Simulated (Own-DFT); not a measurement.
# How strain changes the stress of wurtzite GaN, 72 atoms (Ga36N36)

Calculated results; nothing here was measured. They come from Own-DFT, an in-house plane-wave density functional program, since retired, whose code no person has reviewed. Each row is one single-point run on a periodic cell that was not relaxed, without spin or spin-orbit coupling.

Settings of every run: PBE; PseudoDojo norm-conserving scalar-relativistic files; cutoff 42 hartree; 4 x 4 x 3 k mesh centred on Gamma; Fermi-Dirac smearing of 0.1 eV.

Known limits: forces not confirmed at this smearing and k mesh; stress not checked against mesh or cutoff.

Unstrained cell vectors in Å: (9.567, 0.000, 0.000); (-4.783, 8.285, 0.000); (0.000, 0.000, 10.370). The unstrained cell has measured lattice constants (interpolated for alloys), not those of this functional. That, the random moves and any unrelaxed bonds set the pressure at no strain. Each run strains this cell uniformly, with the atoms carried along. Every atom was also moved at random, by a Gaussian of width 0.05 Å on each axis. Strain is the symmetric tensor, in per cent. Stress is positive in tension, and the pressure is minus a third of its trace.

```
run  e_xx (%)  e_yy (%)  e_zz (%)  e_yz (%)  e_xz (%)  e_xy (%)  s_xx (GPa)  s_yy (GPa)  s_zz (GPa)  s_yz (GPa)  s_xz (GPa)  s_xy (GPa)  P (GPa)  E (meV/atom)
  1     -1.60     -0.15      1.19      1.23      0.47      1.67      -14.23      -10.95       -4.33        2.81        0.11        6.37     9.84          45.6
  2     -1.08      0.40     -0.18     -0.55     -0.79     -0.98      -14.19       -5.38       -9.27       -1.06       -2.43       -3.29     9.62          24.0
  3     -0.37      0.07     -1.44     -1.24      1.79     -0.91       -9.96       -8.49      -15.08       -1.97        3.50       -3.90    11.18          25.7
  4      1.57      1.80      1.05     -0.22     -1.51     -1.93        0.58        2.14       -0.58       -0.37       -2.72       -5.01    -0.71           0.0
  5     -0.97     -1.68      0.97      0.34      0.10     -0.97      -12.50      -16.47       -5.73        0.33       -0.01       -2.72    11.57          33.9
  6     -1.72     -1.75      0.67      1.46     -0.05      0.88      -19.10      -15.68       -6.81        3.78       -1.10        5.22    13.86          38.2
  7     -1.34      1.75     -0.74     -1.60      0.97      0.44      -11.82       -3.64      -10.31       -3.45        2.02        0.97     8.59          26.5
  8      1.95     -1.34      0.82      0.36     -1.70      0.57       -0.17      -12.12       -4.23        1.86       -2.82        1.67     5.51          25.2
  9      1.18      1.54     -0.91      1.14      0.85     -0.71       -2.62       -1.47       -9.75        3.03        2.57       -0.96     4.62          22.5
 10      0.96      1.50     -0.21      1.10      1.45     -1.69       -2.66       -1.05       -6.68        2.33        3.19       -3.86     3.46          13.3
 11     -0.29     -0.46      0.32      0.28     -1.73     -0.17       -9.40      -10.73       -6.15        0.90       -3.59       -0.96     8.76          27.8
 12     -0.77      0.39     -0.43     -0.26     -1.81      0.22      -10.96       -7.25      -10.85       -0.56       -4.45        1.44     9.69          28.9
 13     -0.75     -0.02      1.81     -1.86     -0.67      1.54      -12.53       -6.78       -0.64       -3.21       -1.50        7.21     6.65          39.0
 14      1.88     -0.88     -0.59     -0.99      0.46      0.27       -1.99      -10.25       -9.63       -1.68        1.10        1.79     7.29          22.7
 15      1.78     -0.38     -1.57      1.10      1.89      1.81       -2.09       -8.86      -15.44        2.34        3.60        4.65     8.80          50.2
 16     -1.63      0.22     -0.86      0.01      1.39      0.19           ?           ?           ?           ?           ?           ?        ?             ?
```

E is the free energy for each atom above the lowest run shown.

## Worked fit

Each stress component was fitted by least squares to a constant and the strains of the runs shown, as fractions, with shears doubled. Shear strains stay in the fit of a normal stress only where such slopes are resolved. The slopes, in GPa:

```
stress,at no strain,per e_xx,per e_yy,per e_zz,scatter
s_xx,-8.4,433 ± 23,102 ± 26,34 ± 31,1.10
s_yy,-8.1,91 ± 22,421 ± 25,55 ± 30,1.08
s_zz,-8.0,65 ± 13,87 ± 15,462 ± 18,0.64
```

Each shear stress against twice its own strain: yz 103 ± 6, xz 105 ± 5, xy 160 ± 14 GPa. These are stiffnesses along x, y and z of the frame in which the cell vectors are given, which need not be the crystal's axes. The atoms are held to the strained lattice; where symmetry lets them move under strain, relaxing them would lower some slopes. The table should be nearly symmetric about its diagonal, and what it lacks of that shows the noise. A ninth of its sum, 195 ± 4 GPa, estimates the bulk modulus near the mean pressure of these runs, 7.9 GPa, so it lies above the value at zero pressure.

## Withheld run

Question: what normal stresses and pressure should run 16 give?

The fit gives s_xx = -15.6, s_yy = -9.1, s_zz = -12.9 and P = 12.5 GPa. The calculation gave -15.19, -8.79, -12.63 and P = 12.20 GPa.
